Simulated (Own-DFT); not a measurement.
# Strain and stress in 4H SiC, 72 atoms (C36Si36)

These are calculations, not measurements. The program, named Own-DFT, is a retired in-house plane-wave density functional code that no person has reviewed. Each row is one single-point run on a periodic cell that was not relaxed, without spin or spin-orbit coupling.

Settings of every run: PBE; PseudoDojo norm-conserving scalar-relativistic files; cutoff 42 hartree; 4 x 4 x 3 k mesh centred on Gamma; Fermi-Dirac smearing of 0.1 eV.

Known limits: forces on such cells passed a denser k mesh, each cell not checked; stress not checked against mesh or cutoff.

Unstrained cell vectors in Å: (9.248, 0.000, 0.000); (-4.624, 8.009, 0.000); (0.000, 0.000, 10.068). The unstrained cell has measured lattice constants (interpolated for alloys), not those of this functional. That, the random moves and any unrelaxed bonds set the pressure at no strain. Each run strains this cell uniformly, with the atoms carried along. Every atom was also moved at random, by a Gaussian of width 0.05 Å on each axis. Strain is the symmetric tensor, in per cent. Stress is positive in tension, and the pressure is minus a third of its trace.

```
run  e_xx (%)  e_yy (%)  e_zz (%)  e_yz (%)  e_xz (%)  e_xy (%)  s_xx (GPa)  s_yy (GPa)  s_zz (GPa)  s_yz (GPa)  s_xz (GPa)  s_xy (GPa)  P (GPa)  E (meV/atom)
  1     -1.69     -0.35      0.61     -0.79      0.38      0.43      -15.18       -7.23       -3.66       -1.73        1.40        0.69     8.69          26.1
  2      0.76      1.88      1.95      0.40     -1.88      0.15        2.53        5.95        4.77        1.53       -5.50        0.81    -4.42           0.3
  3      1.43     -0.68      0.42      0.63      1.91      1.67        1.48       -7.50       -3.55        1.60        6.85        7.21     3.19          23.2
  4     -0.05     -1.92     -1.08     -0.40     -1.00     -0.24       -9.81      -15.02      -12.94       -1.37       -2.42       -0.63    12.59          18.3
  5     -1.75      1.34     -1.66     -0.39     -1.56      0.83      -14.18        0.32      -17.37       -1.16       -6.34        3.68    10.41          28.1
  6     -1.68      1.92     -1.99     -0.36     -0.29     -0.66      -14.95        3.76      -19.03       -1.37       -0.91       -3.94    10.07          36.1
  7     -0.30     -1.68      0.12      1.40     -0.64     -0.45       -7.60      -13.09       -7.14        4.62       -2.23       -2.59     9.28           0.3
  8      0.40      0.55     -1.77      0.65      0.06      1.15       -1.89       -1.95      -17.43        2.28        0.27        5.41     7.09           8.7
  9     -2.00     -0.15     -0.01      1.93      1.08     -1.78      -16.92       -8.65       -6.97        6.99        2.84       -7.54    10.85          33.8
 10      0.73      1.71      0.23     -1.17      0.88      0.94        1.37        4.45       -4.17       -3.62        2.80        3.37    -0.55           0.0
 11     -0.03      0.18     -1.37      1.20     -1.64     -1.24       -4.12       -4.57      -15.43        5.50       -4.87       -5.17     8.04           8.8
 12      0.84     -1.40     -1.72     -1.63     -0.84     -0.40       -2.28      -12.91      -17.88       -5.42       -2.91       -0.23    11.02          28.1
 13      0.86      1.29      0.90     -0.28     -1.72     -2.00        0.07        2.82       -0.10       -0.26       -5.05       -9.07    -0.93           5.9
 14     -0.88     -0.83      0.81      1.23      0.39      1.42      -11.51       -9.47       -2.79        3.85        1.58        7.21     7.92          23.1
 15     -0.45     -0.92      0.68     -1.20      0.16      1.34       -8.41      -11.63       -1.78       -3.09        0.22        7.29     7.27          34.1
 16     -1.37      0.20      1.93     -1.78     -0.92     -0.92      -10.30       -4.21        3.70       -5.12       -2.97       -4.28     3.61          13.7
 17     -1.27     -0.17      0.20      0.72     -0.83      0.47           ?           ?           ?           ?           ?           ?        ?             ?
```

E is the free energy for each atom above the lowest run shown.

## Worked fit

Each stress component was fitted by least squares to a constant and the strains of the runs shown, as fractions, with shears doubled. Shear strains stay in the fit of a normal stress only where such slopes are resolved. The slopes, in GPa:

| stress | at no strain | per e_xx | per e_yy | per e_zz | scatter |
|---|---|---|---|---|---|
| s_xx | -5.2 | 569 ± 28 | 113 ± 24 | 48 ± 24 | 1.19 |
| s_yy | -5.0 | 74 ± 18 | 530 ± 15 | 25 ± 15 | 0.76 |
| s_zz | -6.8 | 37 ± 17 | 17 ± 15 | 604 ± 14 | 0.72 |

Each shear stress against twice its own strain: yz 163 ± 7, xz 161 ± 7, xy 228 ± 11 GPa. These are stiffnesses along x, y and z of the frame in which the cell vectors are given, which need not be the crystal's axes. The atoms are held to the strained lattice; where symmetry lets them move under strain, relaxing them would lower some slopes. The table should be nearly symmetric about its diagonal, and what it lacks of that shows the noise. A ninth of its sum, 224 ± 4 GPa, estimates the bulk modulus near the mean pressure of these runs, 6.5 GPa, so it lies above the value at zero pressure.

## Withheld run

Question: what normal stresses and pressure should run 17 give?

The fit gives s_xx = -12.5, s_yy = -6.9, s_zz = -6.1 and P = 8.5 GPa. The calculation gave -10.81, -7.91, -5.60 and P = 8.11 GPa.
